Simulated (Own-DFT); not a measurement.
# PBE against PBEsol on the same cells

All numbers below are calculated, not measured. They come from Own-DFT, an in-house plane-wave density functional program, since retired, whose code no person has reviewed. Each row is one single-point run on a periodic cell that was not relaxed, without spin or spin-orbit coupling.

Known limits: forces on such cells failed a check on a denser k mesh; stress not checked against mesh or cutoff.

Each cell was run twice at the same cutoff, k mesh and smearing, with PBE and with PBEsol, on PseudoDojo norm-conserving files made for PBE. Atoms were moved at random from their sites; u is the rms move along one axis. Files made for PBEsol would give a somewhat different change.

| cell | atoms | volume (Å³/atom) | u (Å) | cutoff (hartree) | P with PBE (GPa) | P with PBEsol (GPa) | change (GPa) |
|---|---|---|---|---|---|---|---|
| C11b WSi2 with one Si on a W site (Si21W9) | 30 | 13.44 | 0.078 | 50 | 9.94 | 6.07 | -3.86 |
| C11b WSi2 with one Si on a W site (Si21W9) | 30 | 13.44 | 0.046 | 50 | 6.70 | 2.87 | -3.83 |
| C11b WSi2 with one Si on a W site (Si21W9) | 30 | 13.44 | 0.051 | 50 | 7.22 | 3.37 | -3.86 |
| C40 NbSi2 with two Nb on a Si site each (Nb14Si22) | 36 | 14.64 | 0.029 | 42 | 7.65 | 3.60 | -4.05 |
| C40 NbSi2 with two Nb on a Si site each (Nb14Si22) | 36 | 14.64 | 0.053 | 42 | 8.59 | 4.53 | -4.05 |
| C40 NbSi2 with two Nb on a Si site each (Nb14Si22) | 36 | 14.64 | 0.034 | 42 | 8.06 | 4.00 | -4.06 |
| D0_22 TiAl3 with two Ti on an Al site each (Al28Ti12) | 40 | 15.63 | 0.080 | 42 | 4.73 | 2.61 | -2.12 |
| D0_22 TiAl3 with two Ti on an Al site each (Al28Ti12) | 40 | 15.63 | 0.078 | 42 | 5.23 | 3.11 | -2.12 |
| D0_22 TiAl3 with two Ti on an Al site each (Al28Ti12) | 40 | 15.63 | 0.055 | 42 | 4.04 | ? | ? |
| L1_0 TiAl (Al16Ti16) | 32 | 16.06 | 0.021 | 42 | 1.18 | -1.66 | -2.84 |
| L1_0 TiAl (Al16Ti16) | 32 | 16.06 | 0.045 | 42 | 1.63 | -1.21 | -2.84 |
| L1_0 TiAl (Al16Ti16) | 32 | 15.93 | 0.050 | 42 | 3.05 | 0.17 | -2.88 |

## Worked reading

Mean change of pressure by composition, in GPa: Nb7Si11, -4.05; Si7W3, -3.85; AlTi, -2.86; Al7Ti3, -2.12. At a fixed cell PBEsol gives the lower pressure, because it favours a smaller volume than PBE. Here the change varies more between materials than between cells of one material.

## Withheld value

Question: what PBEsol pressure should the Al28Ti12 cell with the blank give?

Adding the mean change of the cells with its composition, -2.12 GPa, to 4.04 gives 1.9 GPa. The calculation gave 1.92 GPa.
